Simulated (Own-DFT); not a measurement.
# Strain and stress in diamond silicon, 64 atoms (Si64)

All numbers below are calculated, not measured. The program, named Own-DFT, is a retired in-house plane-wave density functional code that no person has reviewed. Each row is one single-point run on a periodic cell that was not relaxed, without spin or spin-orbit coupling.

Settings of every run: PBE; PseudoDojo norm-conserving scalar-relativistic files; cutoff 20 hartree; 3 x 3 x 3 k mesh centred on Gamma; Fermi-Dirac smearing of 0.1 eV.

Known limits: k mesh not checked against a denser one; stress not checked against mesh or cutoff.

Unstrained cell vectors in Å: (10.862, 0.000, 0.000); (0.000, 10.862, 0.000); (0.000, 0.000, 10.862). The unstrained cell has measured lattice constants (interpolated for alloys), not those of this functional. That, the random moves and any unrelaxed bonds set the pressure at no strain. Each run strains this cell uniformly, with the atoms carried along. Every atom was also moved at random, by a Gaussian of width 0.05 Å on each axis. Strain is the symmetric tensor, in per cent. Stress is positive in tension, and the pressure is minus a third of its trace.

```
run,e_xx (%),e_yy (%),e_zz (%),e_yz (%),e_xz (%),e_xy (%),s_xx (GPa),s_yy (GPa),s_zz (GPa),s_yz (GPa),s_xz (GPa),s_xy (GPa),P (GPa),E (meV/atom)
1,1.92,1.65,0.22,1.59,1.33,0.37,1.49,1.09,-0.17,2.97,1.95,0.20,-0.80,0.8
2,-0.15,0.41,-0.84,1.82,1.83,-0.98,-3.48,-3.04,-4.07,4.83,4.12,-2.61,3.53,22.4
3,-0.61,0.57,1.48,0.96,-0.80,-1.43,-2.20,-1.26,-0.24,2.11,-0.98,-2.81,1.23,0.0
4,-1.27,-1.75,0.01,0.34,1.34,0.96,-6.03,-6.43,-4.95,-0.55,2.77,2.81,5.80,23.6
5,1.49,0.72,-1.83,1.32,1.55,-1.06,-1.40,-1.97,-4.18,3.18,3.74,-2.55,2.52,20.0
6,0.41,1.88,-0.33,-1.24,-1.25,-1.97,-1.30,-0.16,-2.02,-3.03,-3.35,-4.04,1.16,22.0
7,0.44,-0.94,-0.62,-0.61,-0.41,0.83,-3.06,-4.16,-4.22,-1.95,-1.14,1.31,3.81,13.7
8,1.40,0.02,-1.09,1.38,-1.33,-1.75,-1.27,-2.47,-3.41,2.12,-2.84,-2.72,2.38,14.7
9,0.44,0.97,-0.55,-0.42,-1.04,1.59,-1.96,-1.29,-2.53,-0.47,-2.40,3.11,1.93,11.7
10,1.06,-0.58,0.18,-1.90,1.92,0.92,-1.53,-2.94,-2.28,-3.55,4.53,2.48,2.25,17.4
11,-1.25,-0.80,1.11,-1.68,1.00,-1.90,-4.75,-4.57,-2.73,-3.91,1.99,-4.46,4.02,32.0
12,-1.13,-1.10,0.31,-1.97,-1.84,1.73,-5.18,-5.22,-3.92,-2.84,-4.23,3.89,4.77,24.9
13,-1.47,-0.72,-1.49,-1.72,-0.10,0.67,-6.84,-6.20,-6.95,-4.27,-1.48,0.95,6.66,34.3
14,-1.90,-1.55,-1.86,1.02,0.78,-1.66,-8.63,-8.32,-8.54,2.16,1.63,-3.63,8.50,45.2
15,-1.64,1.70,1.03,-1.29,1.51,-1.37,-3.54,-0.68,-1.36,-3.22,2.88,-2.98,1.86,19.2
16,0.53,0.70,-1.11,1.14,-1.20,1.67,-2.39,-2.17,-3.88,2.15,-2.62,3.71,2.81,18.7
17,-1.13,-0.47,-1.78,1.18,1.56,0.81,-6.17,-5.44,-6.80,1.64,3.31,1.85,6.14,21.7
18,0.77,-1.82,-1.28,0.51,-0.21,0.65,?,?,?,?,?,?,?,?
```

E is the free energy for each atom above the lowest run shown.

## Worked fit

Each stress component was fitted by least squares to a constant and the strains of the runs shown, as fractions, with shears doubled. Shear strains stay in the fit of a normal stress only where such slopes are resolved. The slopes, in GPa:

```
stress,at no strain,per e_xx,per e_yy,per e_zz,scatter
s_xx,-2.9,163 ± 3,67 ± 4,76 ± 3,0.14
s_yy,-2.9,76 ± 5,153 ± 5,70 ± 5,0.20
s_zz,-2.9,76 ± 4,67 ± 4,163 ± 4,0.17
```

Each shear stress against twice its own strain: yz 103 ± 9, xz 108 ± 5, xy 105 ± 5 GPa. These are stiffnesses along x, y and z of the frame in which the cell vectors are given, which need not be the crystal's axes. The atoms are held to the strained lattice; where symmetry lets them move under strain, relaxing them would lower some slopes. The table should be nearly symmetric about its diagonal, and what it lacks of that shows the noise. A ninth of its sum, 101 ± 2 GPa, estimates the bulk modulus near the mean pressure of these runs, 3.4 GPa, so it lies above the value at zero pressure.

## Withheld run

Question: what normal stresses and pressure should run 18 give?

The fit gives s_xx = -3.8, s_yy = -6.0, s_zz = -5.6 and P = 5.1 GPa. The calculation gave -3.80, -6.05, -5.47 and P = 5.11 GPa.
